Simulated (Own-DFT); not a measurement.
# Point defects and the pressure they add: zincblende GaP

Calculated, not measured: single-point runs of Own-DFT, a retired in-house plane-wave DFT program that no person has reviewed, on unrelaxed cells, without spin or spin-orbit coupling.

Method: PBE; PseudoDojo norm-conserving scalar-relativistic files; cutoff 42 hartree; 3 x 3 x 3 k mesh centred on Gamma; Fermi-Dirac smearing of 0.1 eV.

Keep in mind (not all hold for every row): not probed for a lower state with spin; forces on such cells failed a check on a denser k mesh; forces on such cells passed a denser k mesh, each cell not checked; stress not checked against mesh or cutoff.

All runs share one cell, with vectors in Å (10.901, 0.000, 0.000); (0.000, 10.901, 0.000); (0.000, 0.000, 10.901) and a volume of 1295.4 Å³. Atoms were moved at random from their sites; u is the rms move along one axis. The defect's site can differ from row to row.

| cell | formula | u (Å) | P (GPa) |
|---|---|---|---|
| no defect | Ga32P32 | 0.0193 | 2.69 |
| no defect | Ga32P32 | 0.0214 | 2.73 |
| no defect | Ga32P32 | 0.0448 | 3.05 |
| one In on a Ga site | Ga31InP32 | 0.0304 | ? |
| one In on a Ga site | Ga31InP32 | 0.0305 | 3.68 |
| one In on a Ga site | Ga31InP32 | 0.0459 | 3.97 |
| one In on a Ga site | Ga31InP32 | 0.0525 | 4.33 |
| one Ga on a P site | Ga33P31 | 0.0280 | 3.30 |
| one Ga on a P site | Ga33P31 | 0.0310 | 3.37 |
| one Ga on a P site | Ga33P31 | 0.0514 | 3.75 |
| one As on a P site | AsGa32P31 | 0.0268 | 3.18 |
| one As on a P site | AsGa32P31 | 0.0534 | 3.64 |
| one As on a P site | AsGa32P31 | 0.0547 | 3.79 |
| two P vacancies | Ga32P30 | 0.0285 | 2.30 |
| two P vacancies | Ga32P30 | 0.0297 | 2.19 |
| two P vacancies | Ga32P30 | 0.0466 | 2.75 |

## What the rows give

P = P0 + c u² + a shift for each defect gives P0 = 2.57 GPa, c = 270 ± 26 GPa/Å² and a scatter of 0.08 GPa. The shifts, and each times the cell's volume:

- one In on a Ga site: 0.91 ± 0.07 GPa, 7.3 eV
- one Ga on a P site: 0.51 ± 0.07 GPa, 4.1 eV
- one As on a P site: 0.38 ± 0.07 GPa, 3.1 eV
- two P vacancies: -0.50 ± 0.07 GPa, -4.0 eV (-2.0 eV for each of its 2 sites)

Against the defect-free cell, a freed cell would be larger where the shift is positive and smaller where it is negative (160.2 GPa Å³ is 1 eV). The atoms around the defects weren't relaxed, which would change these numbers.

## Test on the hidden row

The question: what pressure belongs in the blank (one In on a Ga site, u = 0.0304 Å)?

The fitted form gives 3.72 ± 0.10 GPa. DFT gave 3.68 GPa.
